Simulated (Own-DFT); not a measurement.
# How strain changes the stress of diamond-structure SiGeSn with randomly placed atoms, 64 atoms (Ge48Si8Sn8)

All numbers below are calculated, not measured. The program, named Own-DFT, is a retired in-house plane-wave density functional code that no person has reviewed. Each row is one single-point run on a periodic cell that was not relaxed, without spin or spin-orbit coupling.

Settings of every run: PBE; PseudoDojo norm-conserving scalar-relativistic files; cutoff 49 hartree; 3 x 3 x 3 k mesh centred on Gamma; Fermi-Dirac smearing of 0.1 eV.

Known limits: forces on such cells moved up to 12 meV/angstrom on a denser k mesh; stress not checked against mesh or cutoff.

Unstrained cell vectors in Å: (11.467, 0.000, 0.000); (0.000, 11.467, 0.000); (0.000, 0.000, 11.467). The unstrained cell has measured lattice constants (interpolated for alloys), not those of this functional. That, the random moves and any unrelaxed bonds set the pressure at no strain. Each run strains this cell uniformly, with the atoms carried along. Every atom was also moved at random, by a Gaussian of width 0.05 Å on each axis. The random placing of the alloy's atoms differs from row to row. Strain is the symmetric tensor, in per cent. Stress is positive in tension, and the pressure is minus a third of its trace.

| run | e_xx (%) | e_yy (%) | e_zz (%) | s_xx (GPa) | s_yy (GPa) | s_zz (GPa) | P (GPa) | E (meV/atom) |
|---|---|---|---|---|---|---|---|---|
| 1 | -2.00 | -2.00 | 0.00 | -8.67 | -8.70 | -7.46 | 8.28 | 56.1 |
| 2 | -3.00 | -3.00 | 0.00 | -11.34 | -10.85 | -9.27 | 10.49 | 101.3 |
| 3 | -2.50 | -2.50 | 0.00 | -9.82 | -9.85 | -8.18 | 9.28 | 69.5 |
| 4 | -0.25 | -0.25 | 0.00 | -5.33 | -5.24 | -5.11 | 5.23 | 19.0 |
| 5 | -1.25 | -1.25 | 0.00 | -7.20 | -7.37 | -6.62 | 7.07 | 46.9 |
| 6 | 2.00 | 2.00 | 0.00 | -1.68 | -1.67 | -2.85 | 2.07 | 0.0 |
| 7 | -1.00 | -1.00 | 0.00 | -6.94 | -7.02 | -6.31 | 6.76 | 51.1 |
| 8 | 3.00 | 3.00 | 0.00 | -0.39 | -0.36 | -2.07 | 0.94 | 2.3 |
| 9 | 1.25 | 1.25 | 0.00 | ? | ? | ? | ? | ? |

E is the free energy for each atom above the lowest run shown.

## Worked fit

The change of volume is close to e_xx + e_yy + e_zz. A straight line through the runs shown gives P = 5.32 - 78 x (fractional change of volume) GPa, with an error of 3 on the slope and a scatter of 0.36 GPa. The strain isn't the same on all axes, but the crystal is cubic, so the slope still estimates the bulk modulus, averaged over pressures from 0.9 to 10.5 GPa.

## Withheld run

Question: what pressure should run 9 give? Its volume changes by 2.52 %.

The line gives 3.3 GPa. The calculation gave 3.02 GPa.
